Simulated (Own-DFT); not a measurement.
# PBE against PBEsol on the same cells

Calculated results; nothing here was measured. They come from Own-DFT, an in-house plane-wave density functional program, since retired, whose code no person has reviewed. Each row is one single-point run on a periodic cell that was not relaxed, without spin or spin-orbit coupling.

Known limits, some of them of some rows only: forces on such cells failed a check on a denser k mesh; forces on such cells moved up to 12 meV/angstrom on a denser k mesh; forces on such cells passed a denser k mesh, each cell not checked; stress not checked against mesh or cutoff.

Each cell was run twice at the same cutoff, k mesh and smearing, with PBE and with PBEsol, on PseudoDojo norm-conserving files made for PBE. Atoms were moved at random from their sites; u is the rms move along one axis. Files made for PBEsol would give a somewhat different change.

```
cell,atoms,volume (Å³/atom),u (Å),cutoff (hartree),P with PBE (GPa),P with PBEsol (GPa),change (GPa)
C11b WSi2 (Si20W10),30,13.44,0.097,50,11.87,7.75,-4.13
C11b WSi2 (Si20W10),30,13.44,0.046,50,5.39,1.30,-4.09
C11b WSi2 (Si20W10),30,13.51,0.047,50,4.93,0.84,-4.09
C40 NbSi2 with two Si on a Nb site each (Nb10Si26),36,14.64,0.050,42,2.48,-0.87,-3.35
C40 NbSi2 with two Si on a Nb site each (Nb10Si26),36,14.64,0.052,42,2.27,-1.08,-3.35
C40 NbSi2 with two Si on a Nb site each (Nb10Si26),36,14.64,0.032,42,1.58,-1.77,-3.35
L1_0 TiAl (Al16Ti16),32,16.41,0.049,42,-0.71,-3.46,-2.75
L1_0 TiAl (Al16Ti16),32,16.06,0.019,42,1.16,-1.68,-2.84
L1_0 TiAl (Al16Ti16),32,16.06,0.018,42,1.15,?,?
beta-Si3N4 (N24Si18),42,10.41,0.019,42,5.42,3.00,-2.41
beta-Si3N4 (N24Si18),42,10.41,0.018,42,5.46,3.06,-2.41
beta-Si3N4 (N64Si48),112,10.41,0.021,42,5.57,3.16,-2.41
```

## Worked reading

Mean change of pressure by composition, in GPa: Si2W, -4.10; Nb5Si13, -3.35; AlTi, -2.80; N4Si3, -2.41. At a fixed cell PBEsol gives the lower pressure, because it favours a smaller volume than PBE. Here the change varies more between materials than between cells of one material.

## Withheld value

Question: what PBEsol pressure should the Al16Ti16 cell with the blank give?

Adding the mean change of the cells with its composition, -2.80 GPa, to 1.15 gives -1.6 GPa. The calculation gave -1.69 GPa.
